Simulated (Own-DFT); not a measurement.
Simulation results for Si12O23 (quartz with two neutral oxygen vacancies, atoms displaced)

A calculation, not a measurement: plane-wave PBE and HSE06 DFT by an unreviewed code, no spin, of a simulated cell at Gamma alone, so results move with cell size and shape, stress positive in tension, energies less offsets, not probed for a lower state with spin; oxygen file: force components 24 meV/angstrom off all-electron in a glass; k mesh not checked against a denser one; forces and stress are PBE's, HSE06 gives the energy alone, and its difference from PBE has offsets of its own; offsets are fitted by least squares, one for each functional and potential file, so energies compare only between cells with the same atoms and settings and are not formation energies; the far tail of each file's local potential was reset to the Coulomb form; each entry is a single point on an unrelaxed cell, so the pressure reflects the starting lattice, mostly measured values (interpolated for alloys), from which strain is counted, and rises with the displacements; printed positions are rounded, which can move forces by about a meV/angstrom; the program, named Own-DFT, is a retired in-house code; no spin-orbit coupling. Program: Own-DFT development build.

Settings shared by all entries: first functional PBE; second functional HSE06; exact exchange share 0.25; screening 0.11 1/bohr; exchange divergence Gygi-Baldereschi; potential files PseudoDojo norm-conserving, scalar-relativistic, made for PBE, standard set; wave cutoff 48 hartree; occupations fixed; k mesh 1 x 1 x 1 centred on Gamma.

(1) Si12O23 (quartz with two neutral oxygen vacancies, atoms displaced)

```
cell vectors (Å)
   9.8268     0.0000     0.0000
  -4.9134     8.5103     0.0000
   0.0000     0.0000    10.8104
atoms (fractions of the cell vectors)
Si  0.23041  0.99799  0.00043
Si  0.00276  0.23781  0.33082
Si  0.26392  0.26677  0.16735
O   0.20869  0.13474  0.05684
O   0.42208  0.28698  0.22104
O   0.35725  0.07006  0.39072
O   0.07589  0.36931  0.44168
O   0.13569  0.20818  0.27203
O   0.29014  0.43128  0.10686
Si  0.22891  0.99239  0.49798
Si  0.99412  0.23611  0.83168
Si  0.26833  0.26241  0.66714
O   0.20422  0.13510  0.56030
O   0.42868  0.29850  0.72810
O   0.36979  0.07860  0.89389
O   0.07200  0.35912  0.94086
O   0.13545  0.20801  0.77559
O   0.29580  0.42382  0.60424
Si  0.23366  0.50190  0.00172
Si  0.99710  0.73436  0.32997
Si  0.25820  0.75942  0.17095
O   0.21010  0.63314  0.06505
O   0.42487  0.78929  0.22545
O   0.36728  0.57692  0.39044
O   0.07594  0.87119  0.44002
O   0.29470  0.92206  0.10350
Si  0.23816  0.50649  0.50145
Si  0.99615  0.73310  0.83252
Si  0.26246  0.76570  0.67128
O   0.21014  0.64437  0.56004
O   0.42123  0.79203  0.72460
O   0.36984  0.57362  0.89382
O   0.06948  0.86295  0.94671
O   0.13682  0.71082  0.77136
O   0.29400  0.92640  0.61268
Si  0.73311  0.99577  0.00227
Si  0.50260  0.23852  0.33265
Si  0.76834  0.26577  0.16350
O   0.70473  0.13138  0.05956
O   0.93405  0.29776  0.22672
O   0.86448  0.07722  0.39144
O   0.56918  0.36627  0.44301
O   0.63151  0.20670  0.27569
O   0.78894  0.42944  0.11001
Si  0.73452  0.00039  0.50321
Si  0.49061  0.22755  0.83537
Si  0.76151  0.26386  0.66699
O   0.71643  0.14274  0.56155
O   0.92508  0.29102  0.72398
O   0.86429  0.06906  0.89084
O   0.56906  0.36654  0.94056
O   0.62707  0.20156  0.77545
O   0.79005  0.42600  0.61040
Si  0.73582  0.50380  0.99919
Si  0.50125  0.73369  0.33028
Si  0.76965  0.76806  0.16633
O   0.70447  0.63163  0.05983
O   0.92746  0.79602  0.22603
O   0.56841  0.85852  0.44063
O   0.63375  0.70724  0.27183
O   0.79462  0.92909  0.10600
Si  0.73179  0.49628  0.49891
Si  0.50083  0.73062  0.83775
Si  0.76400  0.76406  0.66814
O   0.70411  0.63008  0.55869
O   0.93286  0.79513  0.72405
O   0.86176  0.57047  0.89016
O   0.57356  0.87125  0.93828
O   0.63948  0.70975  0.77766
O   0.79191  0.92803  0.60751
```

Results for Si12O23 (quartz with two neutral oxygen vacancies, atoms displaced): PBE energy of cell above offsets -21.654 eV; HSE06 less PBE above offsets 0.072 eV; PBE pressure 6.72 GPa; PBE stress xx -6.44 GPa; PBE stress yy -7.19 GPa; PBE stress zz -6.53 GPa; PBE stress yz -0.49 GPa; PBE stress xz -1.92 GPa; PBE stress xy -0.01 GPa.

Force:
```tsv
element	x (eV/Å)	y (eV/Å)	z (eV/Å)
Si	1.932	0.432	0.238
Si	0.505	-0.112	2.48
Si	0.052	0.231	-2.269
O	-0.953	0.881	0.71
O	1.677	0.709	1.04
O	1.34	1.477	-0.936
O	-0.322	-0.212	-0.498
O	-0.67	-0.688	0.955
O	1.476	-1.32	1.61
Si	2.226	3.959	3.665
Si	2.646	-1.747	-0.093
Si	-2.127	0.521	0.227
O	0.863	-1.98	-1.295
O	1.158	0.037	0.275
O	-2.402	-5.41	2.595
O	-0.173	1.909	1.274
O	-0.698	0.033	0.153
O	-0.487	1.184	-0.276
Si	0.12	-1.184	-1.964
Si	2.405	-2.091	1.789
Si	-1.74	1.381	2.146
O	-1.16	-0.626	-1.231
O	-0.396	0.48	-0.451
O	-0.441	-1.472	0.566
O	-2.823	-3.605	-2.132
O	-0.265	0.64	-0.208
Si	0.252	-0.341	0.433
Si	1.622	0.662	0.7
Si	1.364	0.958	-2.275
O	0.427	-2.167	-1.64
O	3.856	-0.316	2.524
O	-1.011	-1.835	1.118
O	-0.86	-1.459	-1.39
O	-3.355	-1.573	3.676
O	-1.388	2.022	-1.665
Si	-0.135	1.759	-2.091
Si	-2.233	-1.876	0.209
Si	-0.743	0.162	1.476
O	-0.107	0.3	0.128
O	-2.036	0.563	-1.95
O	-0.063	-0.514	0.194
O	-0.747	-0.772	-0.64
O	2.261	0.22	-1.259
O	0.82	-0.249	0.231
Si	-1.064	-0.062	-2.079
Si	2.238	5.351	-1.789
Si	-0.581	0.721	2.528
O	-0.137	-2.529	-2.343
O	-0.66	0.809	-0.509
O	-0.347	-0.105	0.384
O	0.454	0.405	0.26
O	0.819	0.124	-0.564
O	-0.213	0.934	-0.431
Si	-0.942	-2.489	-0.399
Si	-0.525	0.442	0.557
Si	-1.83	-0.889	-0.583
O	-0.707	1.594	0.651
O	0.103	0.965	-0.665
O	0.798	2.179	1.344
O	1.407	-0.127	-0.675
O	1.142	-0.653	1.364
Si	2.08	2.198	-0.603
Si	-1.265	2.547	-2.51
Si	0.984	0.223	-1.198
O	-0.73	1.169	0.938
O	-1.413	0.272	-0.925
O	0.707	0.164	-0.506
O	-0.599	-0.993	0.003
O	-0.308	-0.447	0.528
O	0.923	-0.776	1.073
```

(2) Si12O23 (quartz with two neutral oxygen vacancies, atoms displaced)

```
cell vectors (Å)
   9.8268     0.0000     0.0000
  -4.9134     8.5103     0.0000
   0.0000     0.0000    10.8104
atoms (fractions of the cell vectors)
Si  0.23845  0.00018  0.00394
Si  0.99968  0.23559  0.33113
Si  0.26708  0.26521  0.16467
O   0.21255  0.13756  0.05834
O   0.42252  0.29857  0.22602
O   0.36551  0.07386  0.39093
O   0.06941  0.36553  0.44305
O   0.12707  0.20539  0.27267
O   0.28801  0.43162  0.11099
Si  0.23378  0.99926  0.49794
Si  0.00735  0.23924  0.83294
Si  0.26030  0.25985  0.66541
O   0.20091  0.12774  0.55936
O   0.42510  0.28756  0.72652
O   0.36809  0.06910  0.89344
O   0.07372  0.36718  0.94141
O   0.13406  0.20492  0.77583
O   0.29033  0.42366  0.60378
Si  0.24161  0.50764  0.99461
Si  0.00414  0.74048  0.33235
Si  0.27087  0.76941  0.16366
O   0.20949  0.63279  0.05860
O   0.42700  0.79917  0.22402
O   0.35763  0.56794  0.39332
O   0.07678  0.86901  0.44344
O   0.13707  0.71116  0.27692
O   0.29568  0.92880  0.10737
Si  0.23574  0.50105  0.50113
Si  0.00095  0.73317  0.83602
Si  0.26404  0.76511  0.66393
O   0.20577  0.62917  0.56222
O   0.42347  0.79028  0.72372
O   0.37259  0.57851  0.89351
O   0.08206  0.86539  0.94321
O   0.13236  0.70680  0.77278
O   0.29203  0.92420  0.60959
Si  0.73889  0.99557  0.00108
Si  0.49802  0.23432  0.33281
Si  0.76211  0.26621  0.16455
O   0.70508  0.13168  0.05928
O   0.92873  0.29679  0.22808
O   0.87042  0.07322  0.38835
O   0.56752  0.36073  0.43906
O   0.63114  0.20366  0.27210
O   0.78932  0.42512  0.11024
Si  0.73124  0.99740  0.49759
Si  0.50032  0.23543  0.83433
Si  0.76222  0.26232  0.66315
O   0.70818  0.13588  0.55390
O   0.92134  0.28919  0.72601
O   0.86841  0.07559  0.89190
O   0.57828  0.37066  0.94022
O   0.63187  0.20854  0.77756
O   0.80170  0.43290  0.60646
Si  0.73430  0.50225  0.99937
Si  0.50456  0.73687  0.33532
Si  0.76847  0.76909  0.16897
O   0.92574  0.79982  0.22885
O   0.86691  0.57323  0.39708
O   0.57832  0.86691  0.44414
O   0.62937  0.70345  0.27271
Si  0.73790  0.50305  0.49623
Si  0.49482  0.73163  0.83051
Si  0.76088  0.76080  0.66711
O   0.70981  0.63428  0.56037
O   0.92222  0.79104  0.72176
O   0.87009  0.57503  0.88752
O   0.57039  0.86400  0.93987
O   0.63338  0.70616  0.77607
O   0.79230  0.92330  0.60655
```

The calculation gives: PBE energy of cell above offsets -21.605 eV; HSE06 less PBE above offsets 0.018 eV; PBE pressure 7.13 GPa; PBE stress xx -8.75 GPa; PBE stress yy -7.03 GPa; PBE stress zz -5.62 GPa; PBE stress yz -0.88 GPa; PBE stress xz 0.67 GPa; PBE stress xy -1.41 GPa.

Force:
```tsv
element	x (eV/Å)	y (eV/Å)	z (eV/Å)
Si	-0.056	1.014	-1.957
Si	-0.752	1.366	1.6
Si	-3.878	1.24	0.475
O	-0.366	-0.613	-0.654
O	3.159	0.067	1.628
O	-0.176	-0.992	0.159
O	0.088	-0.07	-0.12
O	3.132	-0.226	-1.758
O	0.725	-0.512	-0.403
Si	1.82	0.858	1.698
Si	-2.809	-0.6	-0.02
Si	0.986	0.802	-0.099
O	-0.362	0.493	0.156
O	-1.257	0.455	-0.912
O	-0.001	0.427	0.225
O	0.385	0.908	0.024
O	1.142	-0.227	-0.433
O	1.21	-0.825	1.554
Si	-0.709	-2.757	2.147
Si	-0.532	-1.082	1.249
Si	-1.778	-1.875	0.539
O	-1.275	1.703	0.49
O	3.292	-0.051	2.285
O	2.26	2.744	-2.339
O	-1.661	-2.101	-1.393
O	0.907	0.084	-1.236
O	0.61	0.364	1.069
Si	-1.743	-2.052	-0.423
Si	-0.666	2.696	-2.34
Si	-0.461	-1.309	1.21
O	-0.948	0.851	0.059
O	0.684	0.289	0.022
O	-0.071	-2.414	-0.124
O	-1.251	-0.796	-0.309
O	0.929	-0.192	-0.312
O	-0.852	2.179	-1.669
Si	-0.107	-0.934	1.069
Si	0.064	0.219	-1.664
Si	2.129	-1.281	1.123
O	0.362	-0.634	-0.29
O	-1.853	0.306	-1.483
O	-1.465	-2.074	1.445
O	0.792	2.198	1.578
O	-0.613	-0.213	0.377
O	-0.341	1.691	-0.978
Si	4.157	3.051	1.353
Si	-0.715	-0.585	0.768
Si	-0.676	1.176	1.145
O	-0.567	-0.311	-0.158
O	1.317	0.071	0.539
O	0.357	-0.333	0.186
O	-1.562	-1.427	-0.687
O	2.298	-0.155	-1.79
O	-0.522	-0.689	-0.229
Si	0.565	3.454	1.874
Si	-3.312	-1.207	-0.314
Si	-2.268	-0.606	-4.652
O	2.268	0.672	1.233
O	2	2.308	-3.206
O	-2.592	-3.065	-1.917
O	1.071	-0.298	-0.025
Si	-1.504	-2.423	2.555
Si	1.758	3.249	-0.519
Si	-0.187	0.856	0.213
O	-0.762	-0.995	-1.179
O	2.614	0.119	2.172
O	-1.326	-2.847	1.934
O	0.11	0.317	0.057
O	-0.343	-0.499	0.133
O	-0.871	1.044	-0.747
```

(3) Si12O23 (quartz with two neutral oxygen vacancies, atoms displaced)

```
cell vectors (Å)
   9.8268     0.0000     0.0000
  -4.9134     8.5103     0.0000
   0.0000     0.0000    10.8104
atoms (fractions of the cell vectors)
Si  0.23515  0.99940  0.99654
Si  0.99605  0.23215  0.33403
Si  0.26608  0.26301  0.16652
O   0.20375  0.13210  0.06122
O   0.36097  0.06796  0.39384
O   0.07399  0.36908  0.44224
O   0.29217  0.42048  0.10276
Si  0.23364  0.99847  0.50049
Si  0.99502  0.22778  0.83265
Si  0.26309  0.26758  0.66621
O   0.20330  0.12607  0.56225
O   0.42486  0.29496  0.72628
O   0.36600  0.07473  0.89169
O   0.07288  0.36424  0.93804
O   0.13405  0.20673  0.77061
O   0.29294  0.42909  0.60937
Si  0.22956  0.49686  0.00295
Si  0.99897  0.73993  0.33064
Si  0.26222  0.76344  0.17024
O   0.20321  0.62615  0.05913
O   0.43226  0.79300  0.22526
O   0.36432  0.57640  0.40003
O   0.07000  0.86949  0.44071
O   0.13318  0.70885  0.27331
O   0.28838  0.92642  0.10285
Si  0.23561  0.50237  0.50091
Si  0.99952  0.73397  0.82617
Si  0.25993  0.75823  0.67073
O   0.21159  0.64465  0.55775
O   0.42820  0.79243  0.72640
O   0.36895  0.57323  0.89255
O   0.07401  0.86486  0.93742
O   0.13227  0.70638  0.77742
O   0.28840  0.91844  0.60479
Si  0.73373  0.99625  0.00292
Si  0.49337  0.23691  0.33077
Si  0.77032  0.26998  0.16718
O   0.70865  0.13219  0.05741
O   0.93030  0.29663  0.22510
O   0.86577  0.07266  0.39102
O   0.57739  0.36750  0.44234
O   0.64268  0.21431  0.27092
O   0.79339  0.42994  0.10507
Si  0.73870  0.00287  0.49582
Si  0.49736  0.23971  0.83561
Si  0.76455  0.26759  0.66483
O   0.70467  0.13082  0.55719
O   0.93020  0.29642  0.72630
O   0.86808  0.07325  0.88737
O   0.57094  0.36585  0.94247
O   0.63426  0.20788  0.77215
O   0.79763  0.42939  0.61364
Si  0.73392  0.49885  0.00085
Si  0.49941  0.73514  0.33422
Si  0.76110  0.76102  0.16885
O   0.69944  0.62313  0.05821
O   0.92541  0.78569  0.23185
O   0.86602  0.57104  0.39495
O   0.57446  0.86453  0.44198
O   0.63720  0.70899  0.27348
O   0.79113  0.92395  0.11108
Si  0.73700  0.50426  0.50021
Si  0.50578  0.73746  0.83696
Si  0.76254  0.76403  0.67111
O   0.70629  0.63551  0.56393
O   0.92300  0.79240  0.73123
O   0.86233  0.57139  0.88801
O   0.57596  0.86311  0.94200
O   0.63414  0.71297  0.77553
O   0.79447  0.93353  0.60115
```

The calculation gives: PBE energy of cell above offsets -21.131 eV; HSE06 less PBE above offsets -0.030 eV; PBE pressure 7.64 GPa; PBE stress xx -7.1 GPa; PBE stress yy -7.55 GPa; PBE stress zz -8.26 GPa; PBE stress yz 1.3 GPa; PBE stress xz 0.35 GPa; PBE stress xy 0.31 GPa.

Force:
```tsv
element	x (eV/Å)	y (eV/Å)	z (eV/Å)
Si	-1.344	0.154	-0.252
Si	3.527	2.112	-1.475
Si	-0.325	-0.552	3.989
O	0.273	-1.042	-1.081
O	1.485	1.392	-1.577
O	-0.683	-0.882	-0.425
O	0.494	0.994	0.417
Si	0.305	-1.143	0.991
Si	1.261	3.585	-1.528
Si	0.974	-1.225	-0.706
O	-1.005	1.964	0.806
O	0.268	0.422	-0.072
O	0.287	-0.103	-0.281
O	-0.4	-0.389	0.156
O	-0.913	-0.675	1.196
O	-0.16	0.768	-0.439
Si	2.337	-0.846	-3
Si	3.358	-2.39	5.427
Si	1.359	0.666	-2.522
O	-1.759	2.954	2.333
O	-1.852	0.158	-1.242
O	1.958	1.023	-2.516
O	-0.524	-0.784	-0.613
O	-0.353	-0.522	0.987
O	1.744	-1.573	1.966
Si	-1.721	-0.062	2.082
Si	-0.593	-0.716	3.994
Si	1.408	2.405	0.121
O	0.39	-2.864	-1.683
O	-0.041	-0.065	0.525
O	-0.655	-0.624	1.004
O	-0.502	-0.241	-0.215
O	1.529	-0.851	-0.421
O	-0.135	0.565	0.488
Si	1.192	1.254	-1.409
Si	0.028	-0.188	-1.199
Si	0.065	-0.464	-2.196
O	-0.494	1.254	0.95
O	0.296	0.542	-0.162
O	0.556	-0.577	-1.083
O	-0.987	-0.931	-0.555
O	-2.998	-0.87	2.145
O	1.336	-0.615	1.142
Si	-2.056	-0.614	1.005
Si	1.795	-0.876	-1.904
Si	1.54	-2.074	0.748
O	-0.599	1.359	0.377
O	-0.636	-0.153	-0.583
O	-1.835	-4.133	2.82
O	-0.397	0.194	0.655
O	-1.49	-0.132	1.05
O	-1.532	2.595	-2.14
Si	1.186	-0.304	-2.717
Si	0.75	-0.271	1.037
Si	2.062	-0.531	-2.115
O	-1.692	3.298	2.3
O	-4.802	1.701	-5.213
O	0.967	1.32	-1.161
O	-0.327	-0.091	-0.454
O	-1.697	-1.16	1.958
O	0.492	0.287	-0.128
Si	0.757	-0.715	1.917
Si	-3.552	-1.455	-1.071
Si	-0.448	2.651	-2.016
O	-0.042	-0.636	-0.66
O	-1.142	1.211	-2.052
O	-0.121	-0.126	0.366
O	-0.417	1.018	1.355
O	1.934	-0.726	-0.298
O	2.316	-2.655	2.86
```

(4) Si12O23 (quartz with two neutral oxygen vacancies, atoms displaced)

```
cell vectors (Å)
   9.8268     0.0000     0.0000
  -4.9134     8.5103     0.0000
   0.0000     0.0000    10.8104
atoms (fractions of the cell vectors)
Si  0.23930  0.00361  0.99937
Si  0.99798  0.22969  0.33632
Si  0.26199  0.26368  0.16251
O   0.20295  0.12534  0.06488
O   0.42810  0.29715  0.22540
O   0.36703  0.07436  0.39464
O   0.07428  0.36503  0.44124
O   0.13272  0.20794  0.27532
O   0.29187  0.42397  0.10981
Si  0.23233  0.99917  0.49991
Si  0.99993  0.23318  0.83309
Si  0.26350  0.26274  0.67121
O   0.20323  0.12923  0.56061
O   0.43336  0.29792  0.72418
O   0.36729  0.06821  0.89487
O   0.07371  0.36261  0.94044
O   0.13699  0.20890  0.77723
O   0.28637  0.42536  0.60408
Si  0.23608  0.50353  0.00063
Si  0.98987  0.72576  0.33446
Si  0.26704  0.76429  0.16411
O   0.20199  0.63155  0.06054
O   0.42661  0.79403  0.22499
O   0.36898  0.56956  0.39722
O   0.07339  0.86735  0.43871
O   0.12910  0.70618  0.27325
O   0.28821  0.92186  0.10643
Si  0.23482  0.50179  0.50083
Si  0.00119  0.74043  0.83796
Si  0.26448  0.76574  0.66555
O   0.20740  0.63966  0.55898
O   0.42710  0.79827  0.72313
O   0.37049  0.57630  0.88804
O   0.07286  0.86572  0.93901
O   0.13282  0.70656  0.77017
O   0.29007  0.92333  0.60597
Si  0.74060  0.99891  0.00135
Si  0.50191  0.23468  0.33336
Si  0.76604  0.26441  0.16210
O   0.92722  0.28991  0.22383
O   0.86681  0.07183  0.39453
O   0.56940  0.36584  0.44284
O   0.62711  0.20271  0.27279
O   0.79542  0.42700  0.10635
Si  0.74134  0.00045  0.50386
Si  0.50127  0.23573  0.83766
Si  0.76319  0.26016  0.66450
O   0.70964  0.13211  0.55581
O   0.92703  0.28884  0.72520
O   0.86711  0.06879  0.89361
O   0.56533  0.36103  0.94000
O   0.63655  0.20750  0.77427
O   0.79615  0.43380  0.60368
Si  0.74014  0.50240  0.99731
Si  0.50309  0.73822  0.33439
Si  0.76442  0.76628  0.16592
O   0.70854  0.63645  0.06093
O   0.92265  0.79527  0.22517
O   0.86343  0.56723  0.39136
O   0.57173  0.86835  0.43927
O   0.62907  0.71013  0.27111
O   0.79834  0.93139  0.10482
Si  0.73400  0.50467  0.49957
Si  0.49897  0.73379  0.83534
Si  0.76549  0.76271  0.67001
O   0.70339  0.62663  0.56044
O   0.93181  0.79365  0.72148
O   0.87197  0.57299  0.89168
O   0.62790  0.69963  0.77295
O   0.79550  0.92621  0.61058
```

It finds PBE energy of cell above offsets -21.689 eV; HSE06 less PBE above offsets 0.109 eV; PBE pressure 6.66 GPa; PBE stress xx -6.56 GPa; PBE stress yy -6.78 GPa; PBE stress zz -6.63 GPa; PBE stress yz 0.6 GPa; PBE stress xz 1.21 GPa; PBE stress xy 0.87 GPa.

Force:
```tsv
element	x (eV/Å)	y (eV/Å)	z (eV/Å)
Si	-0.636	-2.286	0.819
Si	-0.172	2.171	-0.98
Si	1.12	-0.743	3.476
O	-0.81	0.271	-0.818
O	-0.16	-0.302	-0.178
O	0.008	-0.328	-0.118
O	-0.811	-0.234	-0.121
O	1.267	-0.375	-0.906
O	-1.164	2.477	-1.981
Si	1.089	-0.326	-0.269
Si	-0.382	-0.279	0.276
Si	0.898	1.184	-2.785
O	-0.917	1.393	1.251
O	-0.21	-0.502	0.557
O	0.85	0.944	-1.296
O	0.162	1.024	0.657
O	-0.007	-0.742	0.786
O	1.722	-1.72	2.587
Si	0.866	-1.433	-0.678
Si	1.405	3.473	-1.111
Si	-1.767	-0.171	2.383
O	0.028	-0.522	-0.913
O	0.675	0.002	0.253
O	0.629	1.462	-1.289
O	-1.067	-1.439	-0.73
O	0.875	-0.108	-0.809
O	0.081	1.008	-0.474
Si	-1.165	0.642	-0.655
Si	1.578	-1.843	-4.09
Si	-0.241	0.138	0.46
O	0.359	-1.817	-1.547
O	1.946	-0.135	1.416
O	-2.031	-3.587	2.645
O	0.192	2.608	2.408
O	-1.265	-0.222	1.66
O	-0.385	1.591	-0.344
Si	-4.975	0.666	-1.195
Si	-2.598	0.701	0.567
Si	0.434	-3.31	0.039
O	0.219	0.147	0.646
O	0.15	-1.25	0.113
O	0.17	0.158	-0.224
O	2.901	0.072	-1.699
O	-0.476	1.111	-0.681
Si	-1.347	-1.776	-1.37
Si	0.08	-1.844	-3.502
Si	-0.354	2.579	-0.607
O	-0.939	0.891	0.619
O	-0.408	0.182	-0.486
O	1.15	0.798	-1.345
O	1.306	3.505	2.965
O	-0.572	-0.251	0.579
O	1.504	-2.392	1.706
Si	-1.786	-0.714	0.651
Si	-2.473	-1.381	0.734
Si	-1.003	0.457	0.429
O	0.436	-1.57	-1.593
O	1.697	-0.213	1.319
O	-0.469	-1.089	0.041
O	0.882	1.341	1.319
O	2.242	-0.379	-0.998
O	1.829	-1.357	2.297
Si	1.049	-3.555	-1.068
Si	0.589	5.216	-0.71
Si	-0.223	-0.738	-0.836
O	-2.311	3.661	1.853
O	-0.13	0.002	0.731
O	-0.524	-0.672	0.222
O	1.074	-0.176	-0.396
O	0.315	-0.09	0.339
```

(5) Si12O23 (quartz with two neutral oxygen vacancies, atoms displaced)

```
cell vectors (Å)
   9.8268     0.0000     0.0000
  -4.9134     8.5103     0.0000
   0.0000     0.0000    10.8104
atoms (fractions of the cell vectors)
Si  0.23429  0.00297  0.00412
Si  0.99981  0.23477  0.33714
Si  0.26326  0.25877  0.16849
O   0.21036  0.13980  0.06264
O   0.42855  0.29469  0.22723
O   0.35918  0.06815  0.38698
O   0.07566  0.37100  0.43960
O   0.12713  0.20302  0.27307
O   0.28928  0.42224  0.10748
Si  0.22907  0.99852  0.49875
Si  0.99376  0.23703  0.82894
Si  0.26365  0.26341  0.66507
O   0.21077  0.13088  0.55624
O   0.42671  0.29542  0.72511
O   0.35996  0.07118  0.88836
O   0.06878  0.36637  0.94147
O   0.13563  0.20977  0.76943
O   0.29318  0.42774  0.60781
Si  0.23629  0.50643  0.99816
Si  0.99890  0.73430  0.33129
Si  0.26547  0.76839  0.17060
O   0.20386  0.63340  0.06316
O   0.42755  0.79709  0.22723
O   0.36309  0.57718  0.38813
O   0.07399  0.86644  0.43988
O   0.13238  0.70290  0.27674
O   0.28872  0.92336  0.10684
Si  0.23224  0.50610  0.50129
Si  0.00319  0.74097  0.83405
Si  0.26672  0.76743  0.66698
O   0.21012  0.63605  0.55779
O   0.42475  0.79275  0.72843
O   0.36632  0.57785  0.89235
O   0.07200  0.86392  0.93769
O   0.12860  0.70566  0.77205
O   0.29864  0.92851  0.60155
Si  0.73606  0.99639  0.00785
Si  0.50292  0.23695  0.32928
Si  0.76730  0.26870  0.16950
O   0.71087  0.13695  0.05645
O   0.86868  0.06912  0.39665
O   0.58098  0.36790  0.44049
O   0.79028  0.42552  0.10569
Si  0.73978  0.00286  0.50019
Si  0.50004  0.23577  0.83774
Si  0.76607  0.26845  0.66452
O   0.70817  0.13325  0.56052
O   0.92989  0.29349  0.72720
O   0.86557  0.07641  0.89365
O   0.57310  0.36940  0.93791
O   0.63067  0.20800  0.76778
O   0.78861  0.42096  0.60964
Si  0.73952  0.49486  0.99907
Si  0.50042  0.73574  0.33456
Si  0.76268  0.76338  0.16837
O   0.71184  0.63937  0.05793
O   0.93090  0.80138  0.22414
O   0.86954  0.57232  0.39531
O   0.56544  0.86326  0.44266
O   0.63032  0.70668  0.27427
O   0.78954  0.92145  0.10587
Si  0.74257  0.50775  0.50155
Si  0.50548  0.73812  0.83633
Si  0.76864  0.76853  0.66612
O   0.70484  0.63487  0.55891
O   0.92636  0.79293  0.72464
O   0.87461  0.57482  0.89048
O   0.57298  0.86520  0.93879
O   0.63149  0.70357  0.77258
O   0.78734  0.92113  0.61110
```

It finds PBE energy of cell above offsets -21.435 eV; HSE06 less PBE above offsets -0.030 eV; PBE pressure 7.43 GPa; PBE stress xx -5.57 GPa; PBE stress yy -9.29 GPa; PBE stress zz -7.43 GPa; PBE stress yz -0.27 GPa; PBE stress xz -0.53 GPa; PBE stress xy 1.86 GPa.

Force:
```tsv
element	x (eV/Å)	y (eV/Å)	z (eV/Å)
Si	-0.168	-0.846	-2.079
Si	-2.248	0.575	-1.91
Si	-1.033	3.912	1.762
O	0.197	-3.019	-2.607
O	-1.362	0.728	-1.232
O	0.503	0.9	-0.486
O	-0.987	-0.731	-0.003
O	0.886	-0.47	-0.086
O	-0.304	0.556	-0.428
Si	3.705	-0.499	-0.785
Si	4.392	-0.991	3.793
Si	0.937	0.685	-0.7
O	-2.29	2.504	1.473
O	0.83	-0.175	0.775
O	-0.197	-0.408	1.184
O	0.297	0.473	-0.157
O	-2.107	-0.799	1.647
O	-0.617	0.635	-1.042
Si	0.138	-2.387	0.956
Si	-0.064	0.701	0.439
Si	0.541	-1.579	-0.311
O	-0.399	0.614	0.271
O	0.53	0.447	-0.126
O	-0.708	-1.746	1.115
O	-1.64	-1.746	-0.827
O	-0.014	-0.086	-0.054
O	-0.227	1.272	0.02
Si	3.9	-1.743	-0.923
Si	-0.51	-1.973	-1.846
Si	-0.574	0.188	0.133
O	-2.131	2.1	1.352
O	0.818	0.219	0.345
O	0.208	-0.584	0.012
O	0.324	3.219	3.025
O	1.587	0.104	-0.99
O	-0.141	-0.145	0.381
Si	-1.743	1.617	-4.401
Si	2.936	-1.215	0.9
Si	0.335	-2.198	3.278
O	-0.493	0.435	0.776
O	1.025	0.214	-0.879
O	-0.292	-0.162	-0.17
O	1.432	0.262	1.291
Si	-2.181	-2.504	1.121
Si	-0.555	-0.501	-3.31
Si	1.147	-2.66	1.675
O	0.059	0.087	-0.348
O	-3.629	1.48	-3.917
O	-0.211	-1.077	0.619
O	0.243	0.851	1.352
O	-0.106	-0.378	1.102
O	-0.903	3.89	-1.739
Si	-2.212	3.414	-2.081
Si	-1.235	0.564	-0.239
Si	0.53	-0.756	0.018
O	0.856	-1.838	-0.909
O	0.403	-0.362	0.603
O	0.818	0.648	-1.102
O	1.362	1.99	1.108
O	1.399	-0.229	-0.348
O	1.389	0.024	2.069
Si	-1.113	-2.258	0.688
Si	-0.961	-1.138	-2.374
Si	-0.724	-2.779	1.297
O	0.096	0.246	-0.07
O	0.871	0.484	0.22
O	-1.019	-1.401	1.089
O	0.491	2.266	2.444
O	0.913	-0.015	-0.23
O	-1	3.095	-1.626
```
